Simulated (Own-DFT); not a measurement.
Si₁₂O₂₃ (quartz with two neutral oxygen vacancies, atoms displaced) (calculated)

All values are calculated (Own-DFT development build). A calculation, not a measurement: plane-wave PBE and HSE06 DFT by an unreviewed code, no spin, of a simulated cell at Gamma alone, so results move with cell size and shape, stress positive in tension, energies less offsets, not probed for a lower state with spin; oxygen file: force components 24 meV/angstrom off all-electron in a glass; k mesh not checked against a denser one; forces and stress are PBE's, HSE06 gives the energy alone, and its difference from PBE has offsets of its own; offsets are fitted by least squares, one for each functional and potential file, so energies compare only between cells with the same atoms and settings and are not formation energies; the far tail of each file's local potential was reset to the Coulomb form; each entry is a single point on an unrelaxed cell, so the pressure reflects the starting lattice, mostly measured values (interpolated for alloys), from which strain is counted, and rises with the displacements; printed positions are rounded, which can move forces by about a meV/angstrom; the program, named Own-DFT, is a retired in-house code; no spin-orbit coupling.

Common to all runs: first functional PBE; second functional HSE06; exact exchange share 0.25; screening 0.11 1/bohr; exchange divergence Gygi-Baldereschi; potential files PseudoDojo norm-conserving, scalar-relativistic, made for PBE, standard set; wave cutoff 48 hartree; occupations fixed; k mesh 1 x 1 x 1 centred on Gamma.

(1) Si₁₂O₂₃ (quartz with two neutral oxygen vacancies, atoms displaced)

```
cell vectors (Å)
   9.8268     0.0000     0.0000
  -4.9134     8.5103     0.0000
   0.0000     0.0000    10.8104
atoms (fractions of the cell vectors)
Si  0.23156  0.99784  0.99840
Si  0.00460  0.24554  0.32669
Si  0.26504  0.26201  0.17081
O   0.20498  0.12004  0.06272
O   0.42284  0.29332  0.22469
O   0.35503  0.08191  0.37627
O   0.07027  0.36740  0.43957
O   0.12278  0.20076  0.28270
O   0.30225  0.44343  0.10824
Si  0.23092  0.99692  0.50401
Si  0.01552  0.24522  0.82734
Si  0.26810  0.26487  0.67147
O   0.20599  0.12942  0.55001
O   0.41977  0.29521  0.71978
O   0.37981  0.07672  0.90617
O   0.06187  0.34915  0.94256
O   0.14180  0.21658  0.78678
O   0.29942  0.42264  0.61733
Si  0.24352  0.50204  0.00836
Si  0.99830  0.72970  0.33212
Si  0.27212  0.76806  0.16648
O   0.20330  0.62449  0.06929
O   0.37594  0.57352  0.39210
O   0.08221  0.86250  0.43952
O   0.30088  0.93276  0.08582
Si  0.24225  0.50929  0.50542
Si  0.99827  0.72919  0.84165
Si  0.25854  0.75678  0.66925
O   0.20455  0.62724  0.56720
O   0.43574  0.80592  0.72958
O   0.36591  0.56571  0.88785
O   0.07023  0.86206  0.93712
O   0.13683  0.70245  0.77564
O   0.28917  0.91417  0.61273
Si  0.73318  0.99223  0.99934
Si  0.50166  0.23127  0.33706
Si  0.78403  0.27611  0.16864
O   0.70281  0.13373  0.05340
O   0.92715  0.28859  0.23474
O   0.87183  0.06906  0.40029
O   0.56200  0.35524  0.43202
O   0.63109  0.20938  0.28079
O   0.79898  0.42244  0.11606
Si  0.74597  0.01377  0.50769
Si  0.48831  0.23009  0.81386
Si  0.75724  0.25765  0.66609
O   0.71520  0.15077  0.56323
O   0.93471  0.29289  0.72703
O   0.86022  0.08375  0.89199
O   0.58777  0.38466  0.93316
O   0.63003  0.21294  0.77863
O   0.79387  0.42909  0.58986
Si  0.74606  0.50190  0.99900
Si  0.48830  0.73543  0.33969
Si  0.76459  0.76779  0.16734
O   0.70340  0.64205  0.05384
O   0.92742  0.79386  0.22903
O   0.88249  0.58241  0.39075
O   0.57124  0.85214  0.44555
O   0.64405  0.70921  0.27507
O   0.79972  0.93624  0.10856
Si  0.73237  0.51290  0.49668
Si  0.51840  0.74505  0.84102
Si  0.76555  0.77515  0.67452
O   0.71659  0.64017  0.56179
O   0.92705  0.80863  0.73585
O   0.86142  0.57493  0.90202
O   0.57611  0.86483  0.93834
O   0.64175  0.69884  0.78988
O   0.79565  0.92864  0.60451
```

- PBE energy of cell above offsets: -6.853 eV
- HSE06 less PBE above offsets: 0.522 eV
- PBE pressure: 11.59 GPa
- PBE stress xx: -11.83 GPa
- PBE stress yy: -11.56 GPa
- PBE stress zz: -11.39 GPa
- PBE stress yz: -1.72 GPa
- PBE stress xz: -0.43 GPa
- PBE stress xy: 3.26 GPa

Force:
```
element  x (eV/Å)  y (eV/Å)  z (eV/Å)
     Si    -0.934    -0.009    -3.941
     Si     2.492    -4.109     9.475
     Si    -2.152    -0.198    -1.209
      O    -3.621     4.446     2.661
      O     2.269     0.556     0.958
      O    -1.992    -5.415     3.977
      O     1.336     2.558     1.615
      O     5.561     0.072    -3.908
      O     4.632     -5.57     6.064
     Si     4.056    -1.258    -2.744
     Si    -6.847    -3.274      3.72
     Si    -7.071     -4.09    -3.645
      O    -2.279     4.059     4.243
      O     5.492     1.384       0.8
      O    -0.242      2.05    -3.782
      O     1.844     5.505     4.591
      O     7.505    -1.712    -3.679
      O    -2.671     3.776    -3.288
     Si    -3.944    -0.291    -7.891
     Si     4.449     6.472    -4.388
     Si    -1.563     1.808     2.751
      O    -0.959      0.61    -0.655
      O    -2.197    -4.649     3.042
      O    -1.098    -1.207    -0.127
      O     5.215      -5.1     5.987
     Si     1.953    -5.162    -1.816
     Si    -0.053     0.395    -4.331
     Si     3.857     1.256     2.164
      O    -1.049      0.17    -0.681
      O     0.621    -1.152     0.424
      O    -0.237       1.5     0.664
      O     0.174     2.124     2.057
      O    -3.215    -1.164     2.571
      O    -1.839     3.917    -2.503
     Si     0.164     5.219     0.261
     Si    -2.357    -0.435    -5.828
     Si    -4.504    -8.227    -0.424
      O     0.605     0.982     2.254
      O    -3.328     2.762    -5.112
      O    -0.022     2.184    -1.288
      O      1.02     8.111     6.667
      O     5.791    -0.035    -3.218
      O    -2.579     6.113     -3.36
     Si    -2.038    -2.126    -3.222
     Si     1.006     0.519     9.283
     Si     0.819     9.105     6.475
      O     0.901    -7.401    -6.844
      O    -4.021     0.724    -3.541
      O     1.163    -0.663    -1.389
      O    -1.756     -3.37    -2.306
      O     3.749    -0.455    -2.804
      O     0.966    -2.122      2.74
     Si    -6.671    -2.912     7.628
     Si     2.514     2.395    -6.465
     Si     1.422     0.367    -1.238
      O     1.823    -1.112    -0.057
      O    -0.447      0.61    -1.044
      O    -3.801    -7.187     3.971
      O     0.803     4.737     3.637
      O    -4.116    -0.612     2.551
      O     0.789    -0.936     1.019
     Si     2.625    -4.822    -3.471
     Si    -4.228    -7.027    -5.465
     Si     1.285    -2.155    -0.004
      O    -2.823     3.224      2.12
      O     2.202     -0.97     0.798
      O     5.989     3.275    -6.233
      O    -1.058     3.077     4.571
      O      0.48     0.565    -1.712
      O     0.136     0.299      1.87
```

(2) Si₁₂O₂₃ (quartz with two neutral oxygen vacancies, atoms displaced)

```
cell vectors (Å)
   9.8268     0.0000     0.0000
  -4.9134     8.5103     0.0000
   0.0000     0.0000    10.8104
atoms (fractions of the cell vectors)
Si  0.25180  0.00327  0.00881
Si  0.00384  0.23134  0.32990
Si  0.26328  0.25012  0.17208
O   0.18312  0.11720  0.05540
O   0.42480  0.28818  0.22059
O   0.36470  0.05804  0.39206
O   0.07873  0.35128  0.43819
O   0.14042  0.20737  0.26542
O   0.28475  0.41862  0.12064
Si  0.21720  0.99710  0.50048
Si  0.01572  0.25697  0.82509
Si  0.25164  0.26406  0.66496
O   0.21802  0.14149  0.55819
O   0.42215  0.28918  0.72794
O   0.37535  0.08234  0.89550
O   0.06521  0.37094  0.95020
O   0.11668  0.20090  0.77213
O   0.31229  0.43821  0.61342
Si  0.22075  0.49622  0.99194
Si  0.01458  0.74238  0.33406
Si  0.28180  0.76604  0.16521
O   0.19829  0.61993  0.06935
O   0.42432  0.78484  0.21880
O   0.36949  0.57608  0.40417
O   0.06821  0.86402  0.44710
O   0.14828  0.72847  0.27918
O   0.30175  0.92028  0.11185
Si  0.24144  0.51408  0.48579
Si  0.00040  0.74034  0.83390
Si  0.27244  0.78315  0.67973
O   0.21245  0.62676  0.57670
O   0.44068  0.79863  0.71586
O   0.37660  0.57967  0.88982
O   0.06812  0.85518  0.93683
O   0.15331  0.72453  0.77036
O   0.28026  0.93476  0.60606
Si  0.73620  0.00635  0.00393
Si  0.49194  0.24151  0.33750
Si  0.75301  0.26159  0.16899
O   0.72673  0.14260  0.06028
O   0.93655  0.30442  0.21456
O   0.86626  0.08420  0.39515
O   0.57530  0.37833  0.44763
O   0.64580  0.19595  0.27160
O   0.79064  0.41612  0.11047
Si  0.73232  0.00920  0.51205
Si  0.50884  0.24862  0.82862
Si  0.76532  0.26564  0.66123
O   0.92418  0.28481  0.72795
O   0.85377  0.05147  0.88141
O   0.56515  0.36966  0.93866
O   0.64434  0.20783  0.77605
O   0.77346  0.41987  0.61054
Si  0.73331  0.48077  0.99068
Si  0.50112  0.74397  0.33004
Si  0.78006  0.77774  0.16805
O   0.70193  0.62080  0.04889
O   0.91467  0.79220  0.22829
O   0.85534  0.57113  0.39715
O   0.56360  0.85387  0.43645
O   0.62098  0.70155  0.27626
O   0.81135  0.93860  0.08344
Si  0.74576  0.49910  0.49380
Si  0.49776  0.72365  0.83585
Si  0.75004  0.75043  0.66562
O   0.70311  0.62725  0.55626
O   0.91838  0.79224  0.73693
O   0.84547  0.56539  0.89742
O   0.57421  0.87362  0.93941
O   0.64452  0.72183  0.76880
```

- PBE energy of cell above offsets: -0.815 eV
- HSE06 less PBE above offsets: 0.790 eV
- PBE pressure: 13.18 GPa
- PBE stress xx: -16.38 GPa
- PBE stress yy: -8.34 GPa
- PBE stress zz: -14.82 GPa
- PBE stress yz: 1.97 GPa
- PBE stress xz: 3.21 GPa
- PBE stress xy: -3.57 GPa

Force:
```
element  x (eV/Å)  y (eV/Å)  z (eV/Å)
     Si     -3.34    -0.837    -3.389
     Si    -1.917      1.34    -4.117
     Si     -1.38     2.789    -8.516
      O     2.158     0.298     1.429
      O     3.765     0.407     1.336
      O    -1.088      2.22    -0.238
      O     0.724     3.673     2.301
      O    -4.682    -3.252     6.252
      O    -0.827     0.925    -3.262
     Si     5.078     2.929    -0.414
     Si    -5.369    -5.066      7.76
     Si     2.854     2.612     0.895
      O    -2.271      0.66    -0.605
      O    -2.287     0.175    -1.667
      O     0.076    -0.714     0.693
      O    -3.257    -4.664    -4.352
      O      7.01     -1.09    -2.894
      O    -1.817    -0.301     -1.51
     Si     8.133     3.153     5.545
     Si    -6.059    -1.764     0.626
     Si    -7.774    -3.779    -1.957
      O    -0.885     1.817     0.025
      O     6.378       1.4     2.501
      O     7.277     5.318    -9.251
      O    -3.102    -2.976    -1.959
      O     3.291    -0.832    -1.701
      O    -0.958     2.888    -1.425
     Si    -6.378    -6.488     11.14
     Si      0.42    -5.031    -1.655
     Si     8.144     2.229    -10.47
      O    -1.528     1.202     -0.66
      O    -0.083    -0.011     1.602
      O    -4.844    -8.934     4.727
      O     2.812     5.233     5.712
      O    -9.411    -4.442     9.489
      O     2.246    -1.836     2.424
     Si    -0.196    -0.575    -8.036
     Si     3.644    -2.263     1.594
     Si     8.944     0.999    -3.545
      O    -2.823     1.246     0.283
      O     0.953     -1.15     2.255
      O    -1.078    -2.494     0.951
      O    -1.801    -4.009    -3.334
      O    -8.672    -2.563     8.449
      O    -2.383     4.114    -2.979
     Si     0.608    -1.606     0.578
     Si         1    -3.319     0.119
     Si     1.476    -3.284    -0.376
      O    -3.504     2.635    -4.033
      O     0.496     4.328    -0.518
      O    -0.808    -1.167     0.086
      O    -1.862     0.214     0.829
      O     1.564     0.816       0.7
     Si    -5.317    -0.423     10.36
     Si     0.421    -4.476    -0.535
     Si    -11.99    -4.011    -7.943
      O    -0.099     2.537     3.244
      O     11.56     0.914      6.53
      O     8.186      6.83     -9.55
      O     0.388     6.305     4.979
      O      4.45     0.845    -3.294
      O     4.829    -4.965     7.096
     Si    -7.295    -1.933      8.17
     Si     2.236     11.31    -3.738
     Si     4.637      4.16    -5.803
      O     0.419     -0.19    -0.155
      O    -1.019     0.143     -2.71
      O     8.351      6.52    -9.837
      O    -1.246    -2.259    -0.357
      O    -5.174    -2.478     6.099
```
